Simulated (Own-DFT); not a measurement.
# Strain and stress in wurtzite GaN, 72 atoms (Ga36N36)

Everything here is calculated. The program is Own-DFT (plane waves, in-house, since retired, never reviewed by a person); positions were held fixed, and spin and spin-orbit coupling were off.

Method: PBE; PseudoDojo norm-conserving scalar-relativistic files (stringent for Ga); cutoff 96 hartree; 4 x 4 x 3 k mesh centred on Gamma; Gaussian smearing of 0.01 eV.

Caveats: forces not confirmed at this smearing and k mesh; stress not checked against mesh or cutoff.

Unstrained cell vectors in Å: (9.567, 0.000, 0.000); (-4.783, 8.285, 0.000); (0.000, 0.000, 10.370). The unstrained cell has measured lattice constants (interpolated for alloys), not those of this functional. That, the random moves and any unrelaxed bonds set the pressure at no strain. In each run the cell takes a homogeneous strain; fractional positions stay. All atoms carry random offsets, Gaussian with a width of 0.05 Å per axis. Strains are tensor components in per cent; tension counts as positive stress, and P is minus the mean normal stress.

| run | e_xx (%) | e_yy (%) | e_zz (%) | e_yz (%) | e_xz (%) | e_xy (%) | s_xx (GPa) | s_yy (GPa) | s_zz (GPa) | s_yz (GPa) | s_xz (GPa) | s_xy (GPa) | P (GPa) | E (meV/atom) |
|---|---|---|---|---|---|---|---|---|---|---|---|---|---|---|
| 1 | 0.95 | 1.91 | 0.12 | -0.97 | -1.04 | 0.39 | -0.80 | 1.00 | -4.67 | -1.41 | -2.43 | 1.05 | 1.49 | 0.0 |
| 2 | -1.63 | -1.64 | 0.35 | 0.14 | 1.12 | -0.04 | -16.63 | -15.38 | -8.65 | 0.66 | 2.12 | -1.56 | 13.55 | 39.7 |
| 3 | 0.81 | -0.98 | -0.01 | -0.20 | -1.57 | -0.01 | -4.71 | -9.52 | -7.90 | -0.43 | -3.29 | -1.18 | 7.38 | 15.1 |
| 4 | 1.28 | 1.47 | 1.33 | -1.32 | 1.06 | 0.82 | -0.53 | 0.38 | -0.19 | -2.45 | 1.26 | 1.86 | 0.11 | 19.6 |
| 5 | 0.82 | 1.58 | 0.78 | 1.44 | -0.22 | -1.93 | -3.67 | 0.33 | -1.28 | 2.78 | 0.02 | -7.05 | 1.54 | 7.7 |
| 6 | -0.67 | -1.44 | 0.09 | 0.28 | 1.46 | -0.97 | -12.46 | -15.35 | -7.80 | 0.24 | 4.00 | -2.05 | 11.87 | 47.1 |
| 7 | 0.60 | -1.70 | -1.25 | -0.74 | 1.13 | 1.03 | -6.31 | -14.11 | -15.38 | -1.44 | 1.70 | 2.66 | 11.93 | 28.6 |
| 8 | 0.97 | 1.46 | -1.27 | 0.92 | -1.86 | 1.90 | -3.15 | -2.48 | -9.76 | 1.88 | -4.15 | 5.56 | 5.13 | 18.0 |
| 9 | -0.63 | 1.51 | 0.14 | -1.70 | -0.98 | 0.03 | -6.71 | -1.71 | -7.00 | -3.78 | -1.81 | 0.50 | 5.14 | 9.2 |
| 10 | 1.38 | 0.07 | -0.49 | 1.40 | 0.28 | -0.84 | -1.70 | -6.46 | -7.92 | 3.47 | -0.10 | -2.13 | 5.36 | 7.6 |
| 11 | -1.30 | -1.83 | 1.24 | 0.02 | 0.22 | -1.67 | -14.41 | -15.27 | -5.18 | -0.56 | 0.34 | -5.41 | 11.62 | 38.5 |
| 12 | 1.02 | -0.07 | -0.50 | 1.02 | 1.28 | -0.13 | -5.05 | -5.44 | -8.68 | 1.71 | 2.57 | -1.01 | 6.39 | 15.0 |
| 13 | -0.21 | 1.29 | -1.99 | -1.26 | 0.11 | -0.57 | -7.51 | -4.25 | -15.71 | -3.24 | 0.26 | -2.24 | 9.16 | 23.2 |
| 14 | 1.68 | -0.95 | -0.54 | -1.26 | -0.90 | -1.45 | -2.32 | -10.56 | -8.82 | -3.41 | -2.37 | -4.54 | 7.23 | 26.5 |
| 15 | -1.24 | 1.24 | 0.68 | -1.85 | 1.30 | -1.55 | -10.44 | -3.30 | -4.45 | -4.07 | 2.21 | -4.86 | 6.06 | 20.5 |
| 16 | -0.16 | -0.49 | -0.48 | -1.70 | -0.89 | -0.58 | ? | ? | ? | ? | ? | ? | ? | ? |

E is the free energy for each atom above the lowest run shown.

## Analysis

Regress every stress component on the fractional strains (shears doubled) of the visible runs, with a constant. Shear strains stay in the fit of a normal stress only where such slopes are resolved. The slopes, in GPa:

```
stress,at no strain,per e_xx,per e_yy,per e_zz,scatter
s_xx,-7.6,388 ± 26,118 ± 19,19 ± 29,0.98
s_yy,-7.5,111 ± 22,394 ± 16,77 ± 25,0.84
s_zz,-7.5,92 ± 22,88 ± 16,436 ± 25,0.83
```

The slope of each shear stress on twice its own strain, from a fit on all six strains: yz 108 ± 5, xz 99 ± 7, xy 147 ± 11 GPa. These are stiffnesses along x, y and z of the frame in which the cell vectors are given, with the crystal's c axis along z: C11, C12, C13 and C33. Hexagonal symmetry asks that xx and yy behave alike, which is a second check on the noise. The atoms are held to the strained lattice; where symmetry lets them move under strain, relaxing them would lower some slopes. The table should be nearly symmetric about its diagonal, and what it lacks of that shows the noise. A ninth of the table's sum, 191 ± 4 GPa, estimates the bulk modulus near the mean pressure of these runs, 6.9 GPa, so it lies above the value at zero pressure.

## Prediction

Q: what normal stresses and pressure should run 16 give?

The fit gives s_xx = -8.8, s_yy = -10.0, s_zz = -10.2 and P = 9.7 GPa. The run itself gave -7.50, -9.51, -11.23 and P = 9.41 GPa.
